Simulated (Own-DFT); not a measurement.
# Strain and stress in wurtzite AlGaN with randomly placed atoms, 72 atoms (Al27Ga9N36)

These are calculations, not measurements. They come from Own-DFT, an in-house plane-wave density functional program, since retired, whose code no person has reviewed. Each row is one single-point run on a periodic cell that was not relaxed, without spin or spin-orbit coupling.

Settings of every run: PBE; PseudoDojo norm-conserving scalar-relativistic files (stringent for Ga); cutoff 96 hartree; 4 x 4 x 3 k mesh centred on Gamma; Gaussian smearing of 0.01 eV.

Known limits: forces on such cells passed a denser k mesh, each cell not checked; stress not checked against mesh or cutoff.

Unstrained cell vectors in Å: (9.394, 0.000, 0.000); (-4.697, 8.135, 0.000); (0.000, 0.000, 10.065). The unstrained cell has measured lattice constants (interpolated for alloys), not those of this functional. That, the random moves and any unrelaxed bonds set the pressure at no strain. Each run strains this cell uniformly, with the atoms carried along. Every atom was also moved at random, by a Gaussian of width 0.05 Å on each axis. The random placing of the alloy's atoms differs from row to row. Strain is the symmetric tensor, in per cent. Stress is positive in tension, and the pressure is minus a third of its trace.

| run | e_xx (%) | e_yy (%) | e_zz (%) | s_xx (GPa) | s_yy (GPa) | s_zz (GPa) | P (GPa) | E (meV/atom) |
|---|---|---|---|---|---|---|---|---|
| 1 | 0.00 | 0.00 | -1.00 | -8.12 | -6.38 | -10.88 | 8.46 | 12.3 |
| 2 | 0.00 | 0.00 | -0.75 | -7.91 | -6.27 | -9.35 | 7.85 | 16.1 |
| 3 | 0.00 | 0.00 | 1.25 | -5.83 | -5.57 | 0.07 | 3.78 | 0.0 |
| 4 | 0.00 | 0.00 | 0.25 | -5.04 | -6.67 | -5.51 | 5.74 | 2.1 |
| 5 | 0.00 | 0.00 | -1.75 | -7.28 | -8.58 | -15.59 | 10.48 | 33.2 |
| 6 | 0.00 | 0.00 | -2.00 | -9.66 | -6.44 | -17.89 | 11.33 | 42.0 |
| 7 | 0.00 | 0.00 | -1.50 | -7.92 | -7.83 | -12.85 | 9.53 | 20.2 |
| 8 | 0.00 | 0.00 | 0.75 | -4.90 | -8.07 | -2.38 | 5.12 | 12.8 |
| 9 | 0.00 | 0.00 | -0.25 | ? | ? | ? | ? | ? |

E is the free energy for each atom above the lowest run shown.

## Worked fit

The change of volume is close to e_xx + e_yy + e_zz. A straight line through the runs shown gives P = 6.47 - 221 x (fractional change of volume) GPa, with an error of 9 on the slope and a scatter of 0.30 GPa. The strain isn't the same on all axes and the cell isn't cubic, so the slope belongs to this path and is not the bulk modulus.

## Withheld run

Question: what pressure should run 9 give? Its volume changes by -0.25 %.

The line gives 7.0 GPa. The calculation gave 6.97 GPa.
